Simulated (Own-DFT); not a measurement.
# What a defect does to the pressure of its cell: C40 NbSi2

Source: density functional calculations with Own-DFT, an unreviewed in-house program that is no longer used. Nothing was measured or relaxed, and spin and spin-orbit coupling are left out.

All runs used: PBEsol; PseudoDojo norm-conserving scalar-relativistic files, made for PBE; cutoff 42 hartree; 4 x 4 x 5 k mesh centred on Gamma; cold (Marzari-Vanderbilt) smearing of 0.2 eV.

Keep in mind: forces on such cells failed a check on a denser k mesh; stress not checked against mesh or cutoff.

All runs share one cell, with vectors in Å (0.000, 8.324, 0.000); (-9.613, 0.000, 0.000); (0.000, 0.000, 6.586) and a volume of 527.0 Å³. Atoms were moved at random from their sites; u is the rms move along one axis. The defect's site can differ from row to row.

```
                    cell   formula   u (Å)  P (GPa)
               no defect  Nb12Si24  0.0174    -2.18
               no defect  Nb12Si24  0.0185    -2.14
               no defect  Nb12Si24  0.0482    -1.09
        two Nb vacancies  Nb10Si24  0.0303    -3.35
        two Nb vacancies  Nb10Si24  0.0495    -2.84
        two Nb vacancies  Nb10Si24  0.0516    -2.41
two Si on a Nb site each  Nb10Si26  0.0299    -1.67
two Si on a Nb site each  Nb10Si26  0.0321    -1.72
two Si on a Nb site each  Nb10Si26  0.0527    -0.89
two Nb on a Si site each  Nb14Si22  0.0324     3.64
two Nb on a Si site each  Nb14Si22  0.0460     4.45
two Nb on a Si site each  Nb14Si22  0.0465     4.15
          one Si vacancy  Nb12Si23  0.0259        ?
          one Si vacancy  Nb12Si23  0.0352    -2.27
          one Si vacancy  Nb12Si23  0.0507    -1.61
          one Si vacancy  Nb12Si23  0.0511    -1.49
```

## Analysis

P = P0 + c u² + a shift for each defect gives P0 = -2.30 GPa, c = 500 ± 43 GPa/Å² and a scatter of 0.13 GPa. The shifts, and each times the cell's volume:

- two Nb on a Si site each: 5.49 ± 0.11 GPa, 18.1 eV (9.0 eV for each of its 2 sites)
- two Si on a Nb site each: 0.09 ± 0.11 GPa, 0.3 eV (0.2 eV for each of its 2 sites) (not resolved)
- one Si vacancy: -0.56 ± 0.12 GPa, -1.8 eV
- two Nb vacancies: -1.57 ± 0.11 GPa, -5.2 eV (-2.6 eV for each of its 2 sites)

Against the defect-free cell, a freed cell would be larger where the shift is positive and smaller where it is negative (160.2 GPa Å³ is 1 eV). The atoms around the defects weren't relaxed, which would change these numbers.

## Test on the hidden row

Question: what pressure belongs in the blank (one Si vacancy, u = 0.0259 Å)?

The fitted form gives -2.53 ± 0.16 GPa. The calculation gave -2.61 GPa.
